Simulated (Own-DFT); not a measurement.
Al32O47 (corundum with one vacancy, atoms displaced) (calculated)

All values are calculated (Own-DFT development build). A calculation, not a measurement: plane-wave PBE density functional theory by an unreviewed code, no spin, of a simulated periodic cell, stress positive in tension, free energy of the whole cell less one offset for each atom, defect cell not probed for a lower state with spin; oxygen file: force components 24 meV/angstrom off all-electron in one glass; forces on such cells passed a denser k mesh, this cell's mesh not checked; offsets are fitted by least squares, one for each functional and potential file, so energies compare only between cells with the same atoms and settings and are not formation energies; the far tail of each file's local potential was reset to the Coulomb form; each entry is a single point on an unrelaxed cell, so the pressure reflects the starting lattice, mostly measured values, from which strain is counted, and rises with the displacements; printed positions are rounded, which can move forces by about a meV/angstrom; the program is a retired in-house code; no spin-orbit coupling; before rounding, a Quantum ESPRESSO 7.3.1 run of the same cell and cutoff gave forces within 1 meV/angstrom rms on each cell, which checks the program and not the settings.

```cif
# cell vector a (Å): 5.4940 0.0000 8.6604
# cell vector b (Å): -2.7470 4.7579 8.6604
# cell vector c (Å): -2.7470 -4.7579 8.6604
data_Al32O47
_symmetry_space_group_name_H-M 'P 1'
_symmetry_Int_Tables_number 1
_cell_length_a 10.2561
_cell_length_b 10.2560
_cell_length_c 10.2560
_cell_angle_alpha 55.280
_cell_angle_beta 55.280
_cell_angle_gamma 55.280
_cell_volume 679.15
loop_
_atom_site_label
_atom_site_type_symbol
_atom_site_fract_x
_atom_site_fract_y
_atom_site_fract_z
_atom_site_occupancy
Al1 Al 0.17971 0.18730 0.16834 1
Al2 Al 0.32248 0.32240 0.32125 1
Al3 Al 0.42886 0.41824 0.42896 1
Al4 Al 0.07378 0.07391 0.06674 1
O1 O 0.27297 0.47377 0.12175 1
O2 O 0.46605 0.12487 0.27340 1
O3 O 0.12935 0.27324 0.47806 1
O4 O 0.21977 0.03144 0.37264 1
O5 O 0.02226 0.37663 0.22309 1
O6 O 0.37986 0.21314 0.02493 1
Al5 Al 0.19390 0.17293 0.66252 1
Al6 Al 0.31744 0.33636 0.82571 1
Al7 Al 0.42798 0.42545 0.92819 1
Al8 Al 0.08282 0.07248 0.56093 1
O7 O 0.28164 0.47703 0.61734 1
O8 O 0.46961 0.12238 0.78336 1
O9 O 0.12731 0.27599 0.96506 1
O10 O 0.21899 0.02207 0.88333 1
O11 O 0.03258 0.36575 0.72656 1
O12 O 0.37896 0.23068 0.52589 1
Al9 Al 0.16978 0.67907 0.17377 1
Al10 Al 0.33180 0.82071 0.31962 1
Al11 Al 0.41773 0.92212 0.43598 1
Al12 Al 0.06726 0.57477 0.07668 1
O13 O 0.29117 0.97239 0.12287 1
O14 O 0.46993 0.62221 0.27914 1
O15 O 0.12423 0.78149 0.47668 1
O16 O 0.21599 0.53337 0.38770 1
O17 O 0.03917 0.86306 0.21990 1
O18 O 0.38342 0.71483 0.02366 1
Al13 Al 0.17877 0.68349 0.66718 1
Al14 Al 0.32836 0.82127 0.81908 1
Al15 Al 0.42684 0.92600 0.92354 1
Al16 Al 0.06770 0.57204 0.56729 1
O19 O 0.27464 0.97116 0.63818 1
O20 O 0.46336 0.63357 0.78297 1
O21 O 0.12912 0.76714 0.97904 1
O22 O 0.21557 0.52240 0.88439 1
O23 O 0.03597 0.86155 0.72786 1
O24 O 0.37567 0.71702 0.53330 1
Al17 Al 0.66793 0.19380 0.17322 1
Al18 Al 0.82701 0.31631 0.31572 1
Al19 Al 0.92839 0.42522 0.42333 1
Al20 Al 0.57393 0.06327 0.08670 1
O25 O 0.77918 0.46288 0.13690 1
O26 O 0.96402 0.13488 0.27910 1
O27 O 0.62715 0.27382 0.47382 1
O28 O 0.73201 0.01809 0.37432 1
O29 O 0.53071 0.37367 0.22432 1
O30 O 0.87776 0.21882 0.02458 1
Al21 Al 0.66693 0.17641 0.68338 1
Al22 Al 0.81998 0.32388 0.82786 1
Al23 Al 0.93305 0.41906 0.92640 1
Al24 Al 0.57316 0.06898 0.57971 1
O31 O 0.77427 0.46946 0.62428 1
O32 O 0.97286 0.11980 0.78395 1
O33 O 0.62818 0.27675 0.96890 1
O34 O 0.72302 0.03147 0.87399 1
O35 O 0.52588 0.35692 0.73223 1
O36 O 0.87697 0.21296 0.53104 1
Al25 Al 0.67910 0.66525 0.18651 1
Al26 Al 0.82021 0.81487 0.32482 1
Al27 Al 0.92303 0.93809 0.42465 1
Al28 Al 0.56921 0.58312 0.07642 1
O37 O 0.76924 0.97261 0.12804 1
O38 O 0.97537 0.62450 0.27691 1
O39 O 0.61609 0.77598 0.46643 1
O40 O 0.71946 0.53460 0.36869 1
O41 O 0.52931 0.87318 0.22922 1
O42 O 0.87652 0.71343 0.03393 1
Al29 Al 0.67437 0.68984 0.67350 1
Al30 Al 0.83269 0.81727 0.82576 1
Al31 Al 0.92703 0.92097 0.93386 1
Al32 Al 0.57025 0.56954 0.57889 1
O43 O 0.77635 0.97013 0.62443 1
O44 O 0.97191 0.63808 0.76530 1
O45 O 0.62678 0.77926 0.96996 1
O46 O 0.72130 0.51919 0.88511 1
O47 O 0.88081 0.71788 0.53431 1
_calc_functional 'PBE'
_calc_potential_files 'PseudoDojo norm-conserving, scalar-relativistic, standard set'
_calc_wave_cutoff 72  # hartree
_calc_occupations 'Fermi-Dirac'
_calc_smearing_width 0.1  # eV
_calc_k_mesh '3 x 3 x 3 centred on Gamma'
_calc_free_energy_of_cell_above_offsets '-52.641'  # eV
_calc_pressure 9.19  # GPa
_calc_stress_xx -11.01  # GPa
_calc_stress_yy -9.05  # GPa
_calc_stress_zz -7.51  # GPa
_calc_stress_yz 0.66  # GPa
_calc_stress_xz 1.15  # GPa
_calc_stress_xy 0.46  # GPa
```

Force:
| element | x (eV/Å) | y (eV/Å) | z (eV/Å) |
| --- | --- | --- | --- |
| Al | 0.407 | -1.259 | -1.439 |
| Al | -0.01 | 0.757 | 0.511 |
| Al | -0.823 | 0.868 | 1.125 |
| Al | -0.206 | -1.342 | 0.861 |
| O | 0.277 | -1.622 | 1.041 |
| O | -0.998 | -0.418 | 1.649 |
| O | 0.079 | 1.105 | -0.807 |
| O | 0.838 | -0.199 | 0.322 |
| O | 0.528 | -0.049 | 0.707 |
| O | -0.609 | 0.277 | 1.338 |
| Al | -3.066 | -1.666 | 0.538 |
| Al | 1.095 | -0.339 | -1.741 |
| Al | 0.021 | -0.327 | -0.511 |
| Al | -3.326 | -2.006 | 0.504 |
| O | -0.425 | -1.22 | 0.83 |
| O | 0.114 | 0.511 | -0.603 |
| O | -0.165 | -0.675 | 0.953 |
| O | 1.863 | 1.072 | -0.617 |
| O | -0.096 | 0.986 | -0.042 |
| O | 0.536 | -1.092 | -1.711 |
| Al | 1.767 | -0.817 | 0.914 |
| Al | -0.979 | 0.116 | -0.611 |
| Al | 0.68 | 0.819 | -0.071 |
| Al | 1.134 | 0.021 | 0.23 |
| O | -0.991 | 0.074 | -1.127 |
| O | 0.387 | 0.147 | 0.438 |
| O | 0.442 | 1.797 | -0.276 |
| O | 3.334 | 1.911 | -3.239 |
| O | -2.061 | 1.389 | 1.29 |
| O | -1.041 | 0.423 | -0.102 |
| Al | -0.115 | -1.583 | -1.909 |
| Al | -1.984 | -1.269 | 1.703 |
| Al | -0.429 | -0.317 | 0.572 |
| Al | -0.584 | -2.114 | 3.486 |
| O | 1.636 | 1.856 | -1.673 |
| O | 2.476 | -1.035 | -1.838 |
| O | -0.521 | 1.397 | -0.474 |
| O | 0.67 | 0.959 | 0.038 |
| O | -1.085 | 1.477 | 1.492 |
| O | -0.058 | 0.654 | 0.311 |
| Al | 2.593 | -1.848 | -1.165 |
| Al | -2.734 | -1.329 | 2.808 |
| Al | -0.763 | -0.996 | -0.726 |
| Al | 0.643 | 1.948 | -0.84 |
| O | 0.282 | 2.864 | -1.618 |
| O | 3.476 | -0.95 | -1.743 |
| O | -0.086 | 0.241 | -0.12 |
| O | -1.19 | 0.865 | -0.584 |
| O | -1.499 | 0.672 | -0.019 |
| O | -0.769 | -0.65 | 0.397 |
| Al | 2.503 | -0.808 | -0.663 |
| Al | 1.738 | 0.345 | -0.251 |
| Al | -1.108 | 1.479 | -0.275 |
| Al | 0.794 | -0.484 | 0.209 |
| O | -0.259 | 0.192 | 0.517 |
| O | 0.194 | 0.36 | -0.176 |
| O | -1.279 | -0.277 | 0.15 |
| O | 0.404 | -1.246 | -0.211 |
| O | -1.684 | 3.134 | 2.703 |
| O | -0.112 | 0.93 | 0.403 |
| Al | -0.428 | 2.522 | -0.929 |
| Al | -0.817 | 1.158 | 1.463 |
| Al | 1.288 | -1.264 | -0.58 |
| Al | 1.275 | -0.39 | -0.217 |
| O | 0.968 | -0.73 | 0.753 |
| O | -0.391 | -1.094 | -0.687 |
| O | 0.921 | -0.711 | 2.217 |
| O | 0 | -3.147 | 1.525 |
| O | 0.216 | -0.96 | -1.471 |
| O | -0.764 | 0.719 | -0.126 |
| Al | -0.435 | -0.894 | 0.134 |
| Al | -1.267 | 1.083 | -0.079 |
| Al | 0.038 | 1.548 | -0.168 |
| Al | 1.015 | -0.073 | 0.12 |
| O | -0.437 | -0.514 | 0.701 |
| O | 0.622 | -2.88 | -1.055 |
| O | 0.207 | -0.561 | -0.036 |
| O | 0.021 | 1.184 | 0.025 |
| O | -1.883 | 1.297 | -2.447 |
